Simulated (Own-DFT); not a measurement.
## Calculated data, Hf$_{31}$O$_{64}$ (monoclinic hafnia with one vacancy, atoms displaced)

All values are calculated (Own-DFT development build). A calculation, not a measurement: plane-wave density functional theory by an unreviewed code, no spin, of a simulated periodic cell, stress positive in tension, run twice, with PBE and with PBEsol, both on files made for PBE, so the change isn't that of files made for PBEsol, defect cell not probed for a lower state with spin; a neutral cation vacancy leaves holes that likely carry spin, which this run leaves out; hafnium file: forces about 75 meV/angstrom off all-electron values; oxygen file: force components 24 meV/angstrom off all-electron in one glass; forces on such cells passed a denser k mesh, this cell's mesh not checked; the far tail of each file's local potential was reset to the Coulomb form; each entry is a single point on an unrelaxed cell, so the pressure reflects the starting lattice, mostly measured values (interpolated for alloys), from which strain is counted, and rises with the displacements; printed positions are rounded, which can move forces by about a meV/angstrom; the program, named Own-DFT, is a retired in-house code; no spin-orbit coupling; stress was not checked against mesh or cutoff.

Common to all runs: functional PBE, then PBEsol; potential files PseudoDojo norm-conserving, scalar-relativistic, standard set; wave cutoff 72 hartree; occupations Fermi-Dirac; smearing width 0.1 eV; k mesh 2 x 2 x 2 centred on Gamma.

```json
{"entry": 1, "formula": "Hf31O64", "kind": "monoclinic hafnia with one vacancy, atoms displaced", "structure": {"cell_angstrom": [[10.234, 0.0, 0.0], [0.0, 10.35, 0.0], [-1.6955, 0.0, 10.4453]], "atoms_fractional": [["Hf", 0.13313, 0.0147, 0.10029], ["Hf", 0.36307, 0.26852, 0.1485], ["Hf", 0.36503, 0.48062, 0.39274], ["Hf", 0.13772, 0.22669, 0.3534], ["O", 0.03469, 0.16915, 0.17472], ["O", 0.46247, 0.41108, 0.0741], ["O", 0.45685, 0.3332, 0.32363], ["O", 0.03768, 0.08374, 0.42368], ["O", 0.22267, 0.37942, 0.24085], ["O", 0.27596, 0.12633, 0.00447], ["O", 0.27484, 0.11961, 0.26377], ["O", 0.22513, 0.37181, 0.49282], ["Hf", 0.14217, 0.0206, 0.61243], ["Hf", 0.36237, 0.26904, 0.64512], ["Hf", 0.3648, 0.47951, 0.89436], ["Hf", 0.13924, 0.23338, 0.85347], ["O", 0.0396, 0.17052, 0.67642], ["O", 0.45996, 0.41329, 0.57923], ["O", 0.46082, 0.33141, 0.82647], ["O", 0.03707, 0.08393, 0.92158], ["O", 0.22724, 0.37416, 0.73656], ["O", 0.27151, 0.12853, 0.51232], ["O", 0.27636, 0.12436, 0.7582], ["O", 0.22724, 0.36912, 0.9929], ["Hf", 0.13813, 0.52377, 0.10236], ["Hf", 0.36445, 0.76694, 0.14842], ["Hf", 0.36109, 0.97713, 0.3917], ["Hf", 0.1386, 0.72492, 0.35869], ["O", 0.03785, 0.66486, 0.16831], ["O", 0.45956, 0.91254, 0.08099], ["O", 0.4663, 0.83758, 0.32936], ["O", 0.03315, 0.5839, 0.41931], ["O", 0.22111, 0.87878, 0.24025], ["O", 0.27434, 0.6312, 0.01409], ["O", 0.27584, 0.62318, 0.26331], ["O", 0.22395, 0.87048, 0.49049], ["Hf", 0.13581, 0.52218, 0.60813], ["Hf", 0.36114, 0.76864, 0.64945], ["Hf", 0.36341, 0.97606, 0.89268], ["Hf", 0.14024, 0.73069, 0.85359], ["O", 0.03648, 0.66501, 0.67103], ["O", 0.46527, 0.91683, 0.58079], ["O", 0.46023, 0.83548, 0.8284], ["O", 0.03807, 0.58493, 0.91981], ["O", 0.22395, 0.88011, 0.73964], ["O", 0.27697, 0.62941, 0.51017], ["O", 0.27732, 0.62439, 0.76109], ["O", 0.22497, 0.86805, 0.99084], ["Hf", 0.63479, 0.01721, 0.10137], ["Hf", 0.86609, 0.27177, 0.14414], ["Hf", 0.8642, 0.48784, 0.39549], ["Hf", 0.63752, 0.22788, 0.35703], ["O", 0.54273, 0.16386, 0.173], ["O", 0.9659, 0.41696, 0.07781], ["O", 0.96781, 0.33529, 0.32604], ["O", 0.53355, 0.08498, 0.42452], ["O", 0.72793, 0.37896, 0.23851], ["O", 0.77302, 0.12984, 0.00845], ["O", 0.76781, 0.1214, 0.25608], ["O", 0.72677, 0.36631, 0.49232], ["Hf", 0.63568, 0.0211, 0.6102], ["Hf", 0.85938, 0.26905, 0.64379], ["Hf", 0.86632, 0.47302, 0.8927], ["Hf", 0.63364, 0.22879, 0.85486], ["O", 0.53447, 0.17306, 0.67016], ["O", 0.96822, 0.41615, 0.57748], ["O", 0.96124, 0.33681, 0.82772], ["O", 0.53256, 0.08208, 0.92106], ["O", 0.72728, 0.3798, 0.74496], ["O", 0.77812, 0.12885, 0.50731], ["O", 0.77833, 0.1197, 0.75711], ["O", 0.72669, 0.37468, 0.99529], ["Hf", 0.63848, 0.52202, 0.10627], ["Hf", 0.86615, 0.76836, 0.143], ["Hf", 0.8584, 0.9783, 0.39068], ["Hf", 0.63489, 0.7289, 0.3478], ["O", 0.53981, 0.66712, 0.17337], ["O", 0.95813, 0.91845, 0.07435], ["O", 0.96615, 0.83176, 0.32309], ["O", 0.53821, 0.58612, 0.4219], ["O", 0.72621, 0.87797, 0.2378], ["O", 0.77436, 0.63652, 0.01106], ["O", 0.7772, 0.61783, 0.25822], ["O", 0.72538, 0.8746, 0.48935], ["Hf", 0.86484, 0.77184, 0.6483], ["Hf", 0.86037, 0.98072, 0.89394], ["Hf", 0.64198, 0.72958, 0.85261], ["O", 0.53891, 0.66361, 0.67429], ["O", 0.96505, 0.91393, 0.57409], ["O", 0.96381, 0.82969, 0.82267], ["O", 0.53772, 0.58412, 0.92709], ["O", 0.72327, 0.88111, 0.74643], ["O", 0.77584, 0.63206, 0.51068], ["O", 0.7737, 0.62178, 0.76038], ["O", 0.71994, 0.86955, 0.9886]]}, "results": {"PBE_pressure [GPa]": 4.19, "PBE_stress_xx [GPa]": -4.33, "PBE_stress_yy [GPa]": -4.48, "PBE_stress_zz [GPa]": -3.76, "PBE_stress_yz [GPa]": -0.31, "PBE_stress_xz [GPa]": -0.12, "PBE_stress_xy [GPa]": 0.54, "PBEsol_pressure [GPa]": -2.13, "PBEsol_stress_xx [GPa]": 2.01, "PBEsol_stress_yy [GPa]": 1.81, "PBEsol_stress_zz [GPa]": 2.58, "PBEsol_stress_yz [GPa]": -0.31, "PBEsol_stress_xz [GPa]": 0.24, "PBEsol_stress_xy [GPa]": 0.55, "force_element": ["Hf", "Hf", "Hf", "Hf", "O", "O", "O", "O", "O", "O", "O", "O", "Hf", "Hf", "Hf", "Hf", "O", "O", "O", "O", "O", "O", "O", "O", "Hf", "Hf", "Hf", "Hf", "O", "O", "O", "O", "O", "O", "O", "O", "Hf", "Hf", "Hf", "Hf", "O", "O", "O", "O", "O", "O", "O", "O", "Hf", "Hf", "Hf", "Hf", "O", "O", "O", "O", "O", "O", "O", "O", "Hf", "Hf", "Hf", "Hf", "O", "O", "O", "O", "O", "O", "O", "O", "Hf", "Hf", "Hf", "Hf", "O", "O", "O", "O", "O", "O", "O", "O", "Hf", "Hf", "Hf", "O", "O", "O", "O", "O", "O", "O", "O"], "PBE_force_x [eV/angstrom]": [0.839, -0.387, 0.312, -0.065, 0.655, 0.783, 1.344, -0.82, 0.03, -0.193, 0.279, 0.104, -0.771, -0.585, 0.124, 0.399, -0.482, -0.363, 0.475, -0.632, -0.841, 0.549, 0.12, -0.298, 0.313, -1.106, -0.663, 0.352, -0.377, 0.817, 0.201, 0.628, 0.276, 0.567, 0.255, 0.123, 0.888, 1.233, -1.208, -0.279, -0.195, -0.115, 1.108, -0.098, -0.21, -0.417, -0.126, -0.396, 0.63, -1.27, -2.104, 0.562, -1.806, 0.484, -0.182, -0.17, -0.425, 0.207, 1.049, 0.694, 0.476, -0.795, -2.379, 0.887, 0.959, 0.126, 1.819, 0.023, 0.332, -0.219, -0.399, -0.202, 0.852, -0.815, 0.641, 1.057, -1.065, 0.654, 0.004, -0.685, -0.126, 0.194, 0.044, -0.373, -1.544, -0.184, -0.295, -1.246, 0.456, 0.176, -0.699, 0.075, 1.077, 1.045, 0.312], "PBE_force_y [eV/angstrom]": [1.03, -0.4, 0.06, 0.567, -1.155, 0.701, -0.541, -0.487, 0.275, 0.087, -0.066, 0.255, 0.589, 0.332, -0.319, -0.46, -0.332, 0.54, 0.026, -0.316, 1.197, -0.29, -0.89, 0.37, -1.155, 0.538, 0.639, 1.259, 0.551, 0.687, -0.624, 0.098, -0.294, -0.361, -0.09, -0.087, -1.203, -0.475, 1.198, -0.267, 0.56, -0.039, -1.033, -0.213, -0.226, -0.096, -0.409, 0.211, 0.07, 0.188, -1.917, 0.83, 0.733, 0.295, 0.226, -0.177, 0.048, -0.249, -0.456, -0.564, -0.152, 1.596, 2.019, 1.498, -1.003, -0.044, -1.581, -0.176, -1.337, -0.396, 0.153, -0.428, -1.227, 0.133, 0.196, -0.205, 0.207, 0.183, 0.138, 0.159, -0.09, -0.926, 0.738, 0.017, -1.175, 0.003, -1.307, 0.995, 0.377, 0.778, 0.007, 0.161, 0.402, 0.606, 0.708], "PBE_force_z [eV/angstrom]": [0.474, -0.825, 1.903, 0.724, -0.723, 0.33, 0.36, -0.031, -0.452, 0.854, -0.734, -0.613, -1.989, -0.695, 0.357, 0.384, -0.433, -0.812, 0.69, -0.172, 0.689, -0.028, 0.698, -0.612, 0.337, -0.153, 1.133, -0.482, 0.411, -0.425, -0.466, 0.532, -0.274, -0.44, -0.192, 0.057, -0.836, -1.094, 0.907, 0.394, 0.19, 0.103, -0.124, -0.069, 0.331, 0.282, 0.36, -0.25, 0.481, 0.647, 1.074, 0.022, -0.256, -0.331, 0.168, 0.15, 0.233, -0.298, 0.601, -0.84, -1.376, -0.504, -0.028, -0.216, 0.396, 0.164, -0.306, -0.112, 0.496, 0.275, 0.304, -0.819, -0.623, 0.365, 0.635, 2.855, -0.314, -0.033, 0.326, -1.077, -0.213, -0.075, -0.21, -0.015, -1.428, 0.14, -0.531, 0.204, 0.279, 1.1, -0.323, -0.676, -1.002, 1.08, 0.034], "PBEsol_force_x [eV/angstrom]": [0.822, -0.385, 0.295, -0.071, 0.641, 0.746, 1.29, -0.78, 0.097, -0.253, 0.215, 0.165, -0.728, -0.579, 0.123, 0.408, -0.449, -0.53, 0.453, -0.613, -0.765, 0.467, 0.047, -0.223, 0.308, -1.091, -0.654, 0.358, -0.362, 0.792, 0.181, 0.619, 0.337, 0.482, 0.183, 0.182, 0.863, 1.211, -1.185, -0.268, -0.175, -0.112, 1.052, -0.074, -0.142, -0.481, -0.188, -0.328, 0.63, -1.242, -2.058, 0.581, -1.749, 0.463, -0.174, -0.153, -0.347, 0.139, 0.949, 0.81, 0.471, -0.801, -2.337, 0.878, 0.938, 0.135, 1.769, 0.026, 0.458, -0.28, -0.452, -0.13, 0.857, -0.81, 0.607, 1.023, -1.031, 0.642, -0.007, -0.707, -0.062, 0.115, -0.02, -0.293, -1.495, -0.201, -0.257, -1.297, 0.431, 0.167, -0.68, 0.133, 1.091, 0.995, 0.371], "PBEsol_force_y [eV/angstrom]": [1.039, -0.32, 0.015, 0.507, -1.103, 0.698, -0.544, -0.481, 0.261, 0.083, -0.06, 0.248, 0.63, 0.392, -0.371, -0.505, -0.312, 0.44, 0.012, -0.33, 1.153, -0.285, -0.865, 0.362, -1.077, 0.574, 0.581, 1.188, 0.541, 0.671, -0.618, 0.09, -0.288, -0.347, -0.078, -0.085, -1.142, -0.434, 1.123, -0.31, 0.557, -0.018, -1.0, -0.214, -0.221, -0.086, -0.38, 0.209, 0.12, 0.249, -1.901, 0.751, 0.722, 0.291, 0.197, -0.186, 0.049, -0.254, -0.449, -0.649, -0.108, 1.604, 1.906, 1.427, -0.975, -0.016, -1.548, -0.191, -1.408, -0.386, 0.142, -0.414, -1.15, 0.174, 0.141, -0.266, 0.221, 0.19, 0.112, 0.197, -0.083, -0.888, 0.719, 0.037, -1.112, -0.04, -1.319, 1.122, 0.378, 0.738, -0.02, 0.163, 0.448, 0.664, 0.697], "PBEsol_force_z [eV/angstrom]": [0.43, -0.78, 1.881, 0.682, -0.65, 0.274, 0.289, 0.009, -0.448, 0.822, -0.699, -0.593, -1.972, -0.665, 0.386, 0.338, -0.362, -0.867, 0.627, -0.115, 0.674, -0.018, 0.675, -0.601, 0.308, -0.134, 1.123, -0.494, 0.445, -0.464, -0.507, 0.562, -0.268, -0.421, -0.185, 0.052, -0.848, -1.03, 0.904, 0.363, 0.234, 0.059, -0.17, -0.014, 0.323, 0.27, 0.351, -0.248, 0.456, 0.664, 1.067, 0.009, -0.201, -0.375, 0.101, 0.187, 0.206, -0.295, 0.593, -0.867, -1.37, -0.473, -0.018, -0.249, 0.449, 0.124, -0.338, -0.06, 0.586, 0.266, 0.294, -0.788, -0.635, 0.378, 0.654, 2.762, -0.252, -0.083, 0.27, -1.136, -0.209, -0.052, -0.212, -0.022, -1.373, 0.155, -0.547, 0.33, 0.236, 1.015, -0.259, -0.645, -1.04, 1.144, 0.026], "rms_change_of_force_components_from_PBE_to_PBEsol [eV/angstrom]": 0.045}}
{"entry": 2, "formula": "Hf31O64", "kind": "monoclinic hafnia with one vacancy, atoms displaced", "structure": {"cell_angstrom": [[10.234, 0.0, 0.0], [0.0, 10.35, 0.0], [-1.6955, 0.0, 10.4453]], "atoms_fractional": [["Hf", 0.13622, 0.01999, 0.10519], ["Hf", 0.35864, 0.26746, 0.14692], ["Hf", 0.36216, 0.48047, 0.39911], ["O", 0.0384, 0.16975, 0.17472], ["O", 0.4695, 0.41885, 0.07719], ["O", 0.45648, 0.33666, 0.32151], ["O", 0.03323, 0.08097, 0.42543], ["O", 0.22664, 0.3736, 0.24487], ["O", 0.27774, 0.13036, 0.00625], ["O", 0.27683, 0.11947, 0.25761], ["O", 0.2212, 0.37446, 0.49108], ["Hf", 0.13737, 0.02206, 0.60263], ["Hf", 0.36509, 0.26949, 0.64566], ["Hf", 0.36127, 0.48297, 0.8961], ["Hf", 0.13692, 0.22438, 0.85762], ["O", 0.03347, 0.16787, 0.67625], ["O", 0.46509, 0.41342, 0.58081], ["O", 0.46302, 0.33578, 0.82276], ["O", 0.04553, 0.08351, 0.92608], ["O", 0.22394, 0.37596, 0.74291], ["O", 0.27826, 0.13095, 0.51398], ["O", 0.27709, 0.12786, 0.75873], ["O", 0.22468, 0.37311, 0.99295], ["Hf", 0.13843, 0.5189, 0.0992], ["Hf", 0.35931, 0.76964, 0.14769], ["Hf", 0.35983, 0.97995, 0.39225], ["Hf", 0.14166, 0.73021, 0.35699], ["O", 0.03676, 0.66848, 0.17671], ["O", 0.45946, 0.91458, 0.07236], ["O", 0.46705, 0.8339, 0.32481], ["O", 0.03635, 0.58552, 0.42186], ["O", 0.22798, 0.87605, 0.23941], ["O", 0.27792, 0.63275, 0.01188], ["O", 0.27471, 0.62358, 0.2635], ["O", 0.22239, 0.86931, 0.49407], ["Hf", 0.13587, 0.51635, 0.5988], ["Hf", 0.36206, 0.77285, 0.64882], ["Hf", 0.36102, 0.97711, 0.89617], ["Hf", 0.13595, 0.72777, 0.85703], ["O", 0.03556, 0.66611, 0.67611], ["O", 0.46408, 0.91411, 0.5787], ["O", 0.45997, 0.83589, 0.82461], ["O", 0.03781, 0.5886, 0.92323], ["O", 0.22829, 0.87948, 0.73663], ["O", 0.27688, 0.63061, 0.5102], ["O", 0.28029, 0.62272, 0.75932], ["O", 0.22861, 0.86831, 0.98608], ["Hf", 0.639, 0.01793, 0.10207], ["Hf", 0.85455, 0.26747, 0.14473], ["Hf", 0.86014, 0.48063, 0.39497], ["Hf", 0.63731, 0.22689, 0.35471], ["O", 0.53491, 0.16258, 0.16898], ["O", 0.96428, 0.41873, 0.07854], ["O", 0.9667, 0.33278, 0.32313], ["O", 0.53696, 0.09155, 0.42679], ["O", 0.72537, 0.38062, 0.24432], ["O", 0.77874, 0.1205, 0.00878], ["O", 0.77639, 0.12211, 0.25871], ["O", 0.72944, 0.37486, 0.4944], ["Hf", 0.63584, 0.01669, 0.59943], ["Hf", 0.85962, 0.27151, 0.64505], ["Hf", 0.86218, 0.47901, 0.89228], ["Hf", 0.63845, 0.22743, 0.85658], ["O", 0.53993, 0.16797, 0.6735], ["O", 0.96537, 0.4156, 0.58113], ["O", 0.96333, 0.32573, 0.82845], ["O", 0.53728, 0.08393, 0.91847], ["O", 0.72412, 0.37717, 0.74144], ["O", 0.77836, 0.13228, 0.51161], ["O", 0.7751, 0.12173, 0.7641], ["O", 0.72206, 0.37148, 0.9919], ["Hf", 0.63733, 0.52221, 0.10314], ["Hf", 0.86675, 0.77264, 0.15239], ["Hf", 0.8657, 0.9773, 0.40119], ["Hf", 0.64011, 0.72876, 0.34735], ["O", 0.53643, 0.66886, 0.17317], ["O", 0.96174, 0.92077, 0.07709], ["O", 0.95897, 0.83465, 0.33148], ["O", 0.53482, 0.58595, 0.42142], ["O", 0.72196, 0.87803, 0.23963], ["O", 0.77658, 0.6301, 0.01401], ["O", 0.77854, 0.62587, 0.25682], ["O", 0.72027, 0.87256, 0.4928], ["Hf", 0.63512, 0.52132, 0.60311], ["Hf", 0.8652, 0.77134, 0.64658], ["Hf", 0.86411, 0.98029, 0.89761], ["Hf", 0.63851, 0.73083, 0.85388], ["O", 0.539, 0.66481, 0.67154], ["O", 0.96092, 0.91447, 0.57449], ["O", 0.96985, 0.8362, 0.83132], ["O", 0.53578, 0.58545, 0.92314], ["O", 0.72343, 0.88015, 0.74056], ["O", 0.76976, 0.63056, 0.50876], ["O", 0.77408, 0.62247, 0.7591], ["O", 0.72528, 0.87335, 0.99165]]}, "results": {"PBE_pressure [GPa]": 3.99, "PBE_stress_xx [GPa]": -4.39, "PBE_stress_yy [GPa]": -3.86, "PBE_stress_zz [GPa]": -3.73, "PBE_stress_yz [GPa]": 0.22, "PBE_stress_xz [GPa]": 0.34, "PBE_stress_xy [GPa]": -0.66, "PBEsol_pressure [GPa]": -2.33, "PBEsol_stress_xx [GPa]": 1.97, "PBEsol_stress_yy [GPa]": 2.4, "PBEsol_stress_zz [GPa]": 2.62, "PBEsol_stress_yz [GPa]": 0.22, "PBEsol_stress_xz [GPa]": 0.65, "PBEsol_stress_xy [GPa]": -0.66, "force_element": ["Hf", "Hf", "Hf", "O", "O", "O", "O", "O", "O", "O", "O", "Hf", "Hf", "Hf", "Hf", "O", "O", "O", "O", "O", "O", "O", "O", "Hf", "Hf", "Hf", "Hf", "O", "O", "O", "O", "O", "O", "O", "O", "Hf", "Hf", "Hf", "Hf", "O", "O", "O", "O", "O", "O", "O", "O", "Hf", "Hf", "Hf", "Hf", "O", "O", "O", "O", "O", "O", "O", "O", "Hf", "Hf", "Hf", "Hf", "O", "O", "O", "O", "O", "O", "O", "O", "Hf", "Hf", "Hf", "Hf", "O", "O", "O", "O", "O", "O", "O", "O", "Hf", "Hf", "Hf", "Hf", "O", "O", "O", "O", "O", "O", "O", "O"], "PBE_force_x [eV/angstrom]": [0.802, -0.822, -1.389, -0.743, -0.638, 2.066, -0.184, 0.106, 0.046, 0.985, 0.871, 0.425, -1.542, 0.221, 1.502, 0.068, 0.708, 0.574, -1.962, -0.18, 0.537, -0.138, -0.068, -0.127, 0.641, -0.688, -0.186, 0.101, 1.029, -0.159, -0.697, -0.792, -0.145, 0.251, 0.201, 0.919, -0.261, -0.142, 1.556, -0.171, 0.404, 1.511, -1.167, -0.894, -0.022, -0.449, -0.983, -0.484, 2.135, 0.931, 0.145, 0.043, -0.173, -1.223, -1.03, -0.196, -0.085, -0.37, -0.688, 0.278, 0.143, -0.202, -0.149, -0.105, -0.093, -0.504, -0.516, 0.034, -0.351, 0.408, 0.35, 0.23, -0.513, -0.695, -0.493, -0.179, 0.553, 1.381, -0.145, -0.011, 0.262, -0.033, 0.227, 0.439, -0.897, -0.52, -0.004, -0.853, 0.661, -0.416, 0.028, 0.387, 0.911, 0.486, -0.075], "PBE_force_y [eV/angstrom]": [1.201, 0.428, -1.038, -0.654, -0.53, -0.609, -0.387, 1.64, -0.338, -0.95, 0.795, 1.442, -0.239, -0.843, 1.781, -0.822, 0.882, 0.175, -1.414, 0.793, -1.431, -1.135, 0.058, -0.563, 0.113, 1.193, -0.296, -0.011, 0.263, 0.597, -0.17, 0.284, -0.75, -0.382, 0.378, -0.428, -0.824, 0.953, 0.729, -0.019, 0.628, -0.73, -1.293, 0.414, 0.085, -0.231, 0.304, -0.322, 0.309, -0.477, 0.99, 0.381, -0.122, 0.695, -1.013, 0.028, 1.106, -0.09, -0.474, 0.635, -0.449, -0.292, 0.398, -0.22, 0.462, 1.199, -0.584, 0.587, -0.352, -0.227, -0.258, 0.116, -0.426, 1.586, 0.447, -0.296, -0.138, -0.914, -0.364, 0.364, 0.024, -0.797, -0.252, -0.162, -0.441, 0.04, 0.095, 0.749, 0.009, 0.069, 0.194, -0.282, 0.145, -0.257, -0.472], "PBE_force_z [eV/angstrom]": [1.322, 0.556, -0.616, -1.401, -0.074, 0.758, 0.174, -1.252, 0.483, -0.584, 0.736, -0.578, -0.404, -0.438, -1.17, -0.267, -0.784, 0.992, 0.074, -0.21, 0.321, 0.451, -0.236, 2.073, -0.338, 0.407, 0.051, -0.415, 0.556, 0.402, 0.043, 0.161, -0.16, -0.309, -0.84, 0.791, -0.615, -0.594, -1.0, -0.343, -0.618, 0.43, 0.141, 0.344, 0.032, 0.348, 0.491, 0.099, 1.206, 0.108, -0.328, 0.584, -0.467, 0.049, -0.444, -0.316, 0.558, 0.126, -0.865, 1.26, 0.359, 0.619, -0.819, -0.211, -0.501, 0.733, 0.529, -0.012, -0.265, -0.212, -0.187, 0.024, -1.112, -0.691, 1.222, -0.397, 0.56, -0.183, 0.052, -0.078, -0.723, 0.658, -0.47, 0.101, 0.152, -0.776, 0.148, 0.409, 0.961, -0.421, -0.211, 0.224, 0.009, 0.498, -0.448], "PBEsol_force_x [eV/angstrom]": [0.783, -0.834, -1.375, -0.764, -0.611, 1.997, -0.278, 0.251, -0.023, 0.997, 0.959, 0.426, -1.518, 0.216, 1.48, 0.073, 0.693, 0.549, -1.904, -0.108, 0.513, -0.201, -0.011, -0.113, 0.613, -0.683, -0.157, 0.092, 0.989, -0.168, -0.665, -0.7, -0.206, 0.182, 0.257, 0.922, -0.279, -0.147, 1.517, -0.174, 0.396, 1.457, -1.117, -0.791, -0.087, -0.488, -0.889, -0.454, 2.08, 0.9, 0.153, 0.059, -0.164, -1.362, -0.976, -0.124, -0.147, -0.431, -0.598, 0.276, 0.127, -0.214, -0.139, -0.098, -0.096, -0.501, -0.486, 0.105, -0.409, 0.333, 0.402, 0.219, -0.513, -0.632, -0.482, -0.16, 0.532, 1.327, -0.128, 0.047, 0.185, -0.096, 0.283, 0.43, -0.879, -0.536, 0.009, -0.814, 0.621, -0.41, 0.036, 0.436, 0.824, 0.409, -0.013], "PBEsol_force_y [eV/angstrom]": [1.249, 0.461, -1.055, -0.679, -0.48, -0.613, -0.541, 1.658, -0.334, -0.983, 0.901, 1.45, -0.195, -0.866, 1.688, -0.778, 0.879, 0.151, -1.389, 0.766, -1.455, -1.095, 0.07, -0.52, 0.16, 1.127, -0.351, 0.017, 0.272, 0.559, -0.178, 0.26, -0.734, -0.345, 0.363, -0.404, -0.747, 0.869, 0.669, 0.015, 0.624, -0.726, -1.27, 0.397, 0.085, -0.214, 0.293, -0.271, 0.341, -0.528, 0.907, 0.378, -0.097, 0.746, -1.005, 0.02, 1.061, -0.064, -0.455, 0.657, -0.396, -0.338, 0.33, -0.196, 0.461, 1.163, -0.574, 0.566, -0.34, -0.209, -0.248, 0.155, -0.386, 1.513, 0.397, -0.274, -0.117, -0.903, -0.37, 0.334, 0.015, -0.761, -0.231, -0.105, -0.385, 0.001, 0.041, 0.737, 0.014, 0.047, 0.176, -0.287, 0.134, -0.247, -0.439], "PBEsol_force_z [eV/angstrom]": [1.26, 0.587, -0.585, -1.438, -0.128, 0.691, 0.307, -1.28, 0.463, -0.634, 0.814, -0.615, -0.363, -0.407, -1.175, -0.203, -0.805, 0.917, 0.125, -0.204, 0.412, 0.445, -0.225, 1.996, -0.309, 0.407, 0.031, -0.35, 0.486, 0.335, 0.091, 0.162, -0.158, -0.293, -0.819, 0.727, -0.574, -0.551, -0.994, -0.28, -0.64, 0.366, 0.181, 0.334, 0.017, 0.353, 0.472, 0.069, 1.222, 0.118, -0.342, 0.621, -0.52, -0.046, -0.393, -0.311, 0.541, 0.108, -0.835, 1.2, 0.376, 0.635, -0.839, -0.152, -0.538, 0.657, 0.567, -0.013, -0.254, -0.192, -0.183, -0.011, -1.046, -0.626, 1.158, -0.327, 0.488, -0.235, 0.107, -0.084, -0.704, 0.643, -0.445, 0.071, 0.169, -0.717, 0.113, 0.451, 0.881, -0.452, -0.156, 0.218, 0.004, 0.49, -0.438], "rms_change_of_force_components_from_PBE_to_PBEsol [eV/angstrom]": 0.045}}
```
